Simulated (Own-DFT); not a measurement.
# Strain and stress in C40 NbSi2, 36 atoms (Nb12Si24)

These are calculations, not measurements. The program, named Own-DFT, is a retired in-house plane-wave density functional code that no person has reviewed. Each row is one single-point run on a periodic cell that was not relaxed, without spin or spin-orbit coupling.

Settings of every run: PBE; PseudoDojo norm-conserving scalar-relativistic files; cutoff 42 hartree; 4 x 4 x 5 k mesh centred on Gamma; cold (Marzari-Vanderbilt) smearing of 0.2 eV.

Known limits: forces on such cells failed a check on a denser k mesh; stress not checked against mesh or cutoff.

Unstrained cell vectors in Å: (0.000, 8.324, 0.000); (-9.613, 0.000, 0.000); (0.000, 0.000, 6.586). The unstrained cell was taken from the Materials Project. The random moves and any unrelaxed bonds add to the pressure at no strain. Each run strains this cell uniformly, with the atoms carried along. Every atom was also moved at random, by a Gaussian of width 0.05 Å on each axis. Strain is the symmetric tensor, in per cent. Stress is positive in tension, and the pressure is minus a third of its trace.

| run | e_xx (%) | e_yy (%) | e_zz (%) | e_yz (%) | e_xz (%) | e_xy (%) | s_xx (GPa) | s_yy (GPa) | s_zz (GPa) | s_yz (GPa) | s_xz (GPa) | s_xy (GPa) | P (GPa) | E (meV/atom) |
|---|---|---|---|---|---|---|---|---|---|---|---|---|---|---|
| 1 | 1.50 | 1.01 | 0.90 | 0.97 | 0.46 | -0.86 | 4.05 | 2.95 | 2.37 | 2.64 | 1.01 | -1.99 | -3.13 | 0.0 |
| 2 | -0.42 | -1.58 | -0.10 | -1.47 | 1.88 | -1.60 | -6.14 | -9.06 | -7.17 | -3.89 | 5.60 | -4.89 | 7.46 | 46.0 |
| 3 | -1.27 | -1.53 | 0.14 | -0.49 | -1.49 | -1.73 | -8.47 | -8.67 | -5.94 | -1.14 | -5.07 | -5.83 | 7.69 | 21.4 |
| 4 | 0.18 | -1.49 | 1.61 | 1.24 | 1.18 | -1.97 | -2.09 | -6.44 | 2.04 | 4.15 | 3.22 | -6.00 | 2.16 | 22.6 |
| 5 | 1.21 | -0.49 | -0.32 | -1.22 | 0.66 | 0.33 | 1.63 | -3.18 | -4.82 | -3.67 | 1.73 | 1.06 | 2.12 | 1.2 |
| 6 | -1.02 | 0.48 | 1.56 | 1.59 | -1.29 | 0.37 | -4.63 | -0.73 | 2.73 | 5.10 | -3.79 | 1.28 | 0.88 | 16.2 |
| 7 | -1.33 | -1.56 | 0.94 | 1.48 | 0.35 | -1.85 | -8.07 | -8.88 | -1.90 | 4.71 | 0.95 | -6.32 | 6.28 | 24.4 |
| 8 | 0.85 | 0.03 | -1.02 | 1.72 | -0.76 | 0.35 | -0.02 | -2.10 | -8.20 | 5.40 | -2.16 | 1.03 | 3.44 | 13.0 |
| 9 | 1.37 | -0.36 | 1.03 | 1.99 | -0.42 | 0.94 | 2.78 | -1.82 | 1.36 | 6.01 | -1.66 | 2.73 | -0.77 | 11.4 |
| 10 | 0.98 | -1.48 | 1.14 | -1.11 | 0.63 | -0.71 | 1.67 | -6.42 | 0.27 | -3.19 | 1.63 | -2.14 | 1.49 | 11.6 |
| 11 | 1.27 | -1.86 | 0.84 | -1.82 | 0.93 | -0.50 | 1.49 | -7.60 | -0.19 | -4.80 | 2.29 | -1.20 | 2.10 | 9.9 |
| 12 | -0.45 | -1.77 | -0.66 | -0.71 | 1.27 | -0.73 | -5.70 | -9.59 | -9.55 | -2.85 | 4.25 | -2.09 | 8.28 | 20.8 |
| 13 | 1.77 | 1.96 | -1.12 | 1.05 | -0.25 | -1.19 | 3.93 | 5.09 | -5.75 | 3.25 | -0.49 | -3.02 | -1.09 | 10.2 |
| 14 | 0.63 | -0.31 | -1.63 | -1.45 | -0.41 | 1.42 | -1.43 | -4.07 | -11.29 | -4.96 | -1.61 | 3.80 | 5.60 | 10.4 |
| 15 | -1.34 | 1.60 | 0.78 | -0.12 | 0.75 | 1.84 | -6.34 | 2.69 | -0.68 | -0.55 | 2.84 | 6.06 | 1.44 | 26.0 |
| 16 | -1.00 | 1.63 | -0.12 | 1.26 | -0.03 | -1.60 | ? | ? | ? | ? | ? | ? | ? | ? |

E is the free energy for each atom above the lowest run shown.

## Worked fit

Each stress component was fitted by least squares to a constant and the strains of the runs shown, as fractions, with shears doubled. Shear strains stay in the fit of a normal stress only where such slopes are resolved. The slopes, in GPa:

```
stress  at no strain  per e_xx  per e_yy  per e_zz  scatter
  s_xx          -2.7  379 ± 11   59 ± 10   73 ± 12     0.45
  s_yy          -2.5    86 ± 6   358 ± 5    63 ± 7     0.25
  s_zz          -4.2   96 ± 10    90 ± 9  466 ± 11     0.40
```

Each shear stress against twice its own strain: yz 148 ± 5, xz 162 ± 4, xy 149 ± 4 GPa. These are stiffnesses along x, y and z of the frame in which the cell vectors are given, which need not be the crystal's axes. The atoms are held to the strained lattice; where symmetry lets them move under strain, relaxing them would lower some slopes. The table should be nearly symmetric about its diagonal, and what it lacks of that shows the noise. A ninth of its sum, 186 ± 5 GPa, estimates the bulk modulus near the mean pressure of these runs, 2.9 GPa, so it lies above the value at zero pressure.

## Withheld run

Question: what normal stresses and pressure should run 16 give?

The fit gives s_xx = -5.6, s_yy = 2.4, s_zz = -4.3 and P = 2.5 GPa. The calculation gave -5.36, 2.08, -4.62 and P = 2.63 GPa.
